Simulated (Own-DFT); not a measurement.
# How strain changes the stress of 6H (3C twinned every three layers) SiC, 108 atoms (C54Si54)

All numbers below are calculated, not measured. They come from Own-DFT, an in-house plane-wave density functional program, since retired, whose code no person has reviewed. Each row is one single-point run on a periodic cell that was not relaxed, without spin or spin-orbit coupling.

Settings of every run: PBE; PseudoDojo norm-conserving scalar-relativistic files; cutoff 42 hartree; 4 x 4 x 2 k mesh centred on Gamma; Fermi-Dirac smearing of 0.1 eV.

Known limits: forces on such cells passed a denser k mesh, each cell not checked; stress not checked against mesh or cutoff.

Unstrained cell vectors in Å: (6.539, -6.539, 0.000); (0.000, 6.539, -6.539); (8.719, 8.719, 8.719). The unstrained cell has measured lattice constants (interpolated for alloys), not those of this functional. That, the random moves and any unrelaxed bonds set the pressure at no strain. Each run strains this cell uniformly, with the atoms carried along. Every atom was also moved at random, by a Gaussian of width 0.05 Å on each axis. Strain is the symmetric tensor, in per cent. Stress is positive in tension, and the pressure is minus a third of its trace.

```
run,e_xx (%),e_yy (%),e_zz (%),e_yz (%),e_xz (%),e_xy (%),s_xx (GPa),s_yy (GPa),s_zz (GPa),s_yz (GPa),s_xz (GPa),s_xy (GPa),P (GPa),E (meV/atom)
1,1.25,-0.48,1.52,0.59,-1.36,0.82,1.00,-5.42,2.17,1.67,-6.19,2.80,0.75,17.0
2,-1.25,-0.87,0.73,-0.62,0.84,1.13,-11.09,-10.29,-5.06,-3.19,3.85,5.54,8.81,28.8
3,0.05,0.93,-0.65,0.51,0.28,1.19,-4.56,-1.84,-6.81,2.08,0.63,4.95,4.40,0.0
4,1.88,0.36,-0.32,0.37,-1.20,-1.17,3.72,-1.88,-5.30,-0.60,-6.29,-5.28,1.15,14.0
5,0.88,-1.41,-1.23,1.98,-0.61,-0.54,-2.67,-14.63,-12.46,9.75,-2.62,-2.08,9.92,30.7
6,-1.27,0.20,-1.52,0.25,-1.64,1.53,-13.85,-8.71,-12.84,1.18,-6.68,7.15,11.80,39.3
7,-0.96,1.14,0.87,1.44,-1.67,-1.63,-7.47,-1.14,-1.57,5.48,-7.16,-6.92,3.39,28.7
8,-1.61,1.10,-1.56,0.68,-0.14,-0.89,-13.10,-3.67,-13.75,2.06,-0.50,-5.83,10.17,19.5
9,-1.33,-0.38,-0.48,0.85,0.56,-1.35,-11.86,-9.51,-11.51,3.55,2.35,-6.46,10.96,34.0
10,-0.68,-0.87,0.96,1.15,-1.65,-0.41,-6.11,-10.31,-4.98,4.70,-8.05,-3.21,7.14,25.4
11,0.33,-0.49,0.69,0.54,-1.57,0.95,-3.60,-7.44,-2.05,2.59,-7.47,3.70,4.36,13.2
12,1.02,0.33,-1.40,1.43,-1.10,-1.48,-0.93,-5.42,-12.74,4.86,-5.92,-7.35,6.36,34.5
13,1.69,0.99,1.56,1.12,-1.86,1.43,5.00,0.07,4.72,4.93,-6.96,6.01,-3.26,12.0
14,-0.22,-0.48,-0.18,0.33,0.88,0.68,-7.55,-7.23,-8.19,2.65,5.15,3.77,7.66,23.6
15,-1.38,0.27,-0.96,1.11,0.01,-0.04,-12.25,-6.14,-11.12,4.46,0.05,0.00,9.84,4.1
16,1.23,-1.56,-0.78,-1.24,0.12,-1.68,-2.10,-12.12,-10.23,-6.71,-3.47,-9.01,8.15,24.4
17,1.51,1.21,1.30,0.63,0.75,-1.73,?,?,?,?,?,?,?,?
```

E is the free energy for each atom above the lowest run shown.

## Worked fit

Each stress component was fitted by least squares to a constant and the strains of the runs shown, as fractions, with shears doubled. Shear strains stay in the fit of a normal stress only where such slopes are resolved. The slopes, in GPa:

```
stress  at no strain  per e_xx  per e_yy  per e_zz  scatter
  s_xx          -5.1  461 ± 19   80 ± 26  106 ± 21     0.85
  s_yy          -6.1   86 ± 21  460 ± 29   90 ± 24     0.97
  s_zz          -6.0  111 ± 22  145 ± 30  466 ± 24     0.99
```

Each shear stress against twice its own strain: yz 253 ± 12, xz 236 ± 13, xy 236 ± 10 GPa. These are stiffnesses along x, y and z of the frame in which the cell vectors are given, which need not be the crystal's axes. The atoms are held to the strained lattice; where symmetry lets them move under strain, relaxing them would lower some slopes. The table should be nearly symmetric about its diagonal, and what it lacks of that shows the noise. A ninth of its sum, 223 ± 4 GPa, estimates the bulk modulus near the mean pressure of these runs, 6.4 GPa, so it lies above the value at zero pressure.

## Withheld run

Question: what normal stresses and pressure should run 17 give?

The fit gives s_xx = 4.2, s_yy = 1.9, s_zz = 3.5 and P = -3.2 GPa. The calculation gave 5.10, 1.65, 2.20 and P = -2.98 GPa.
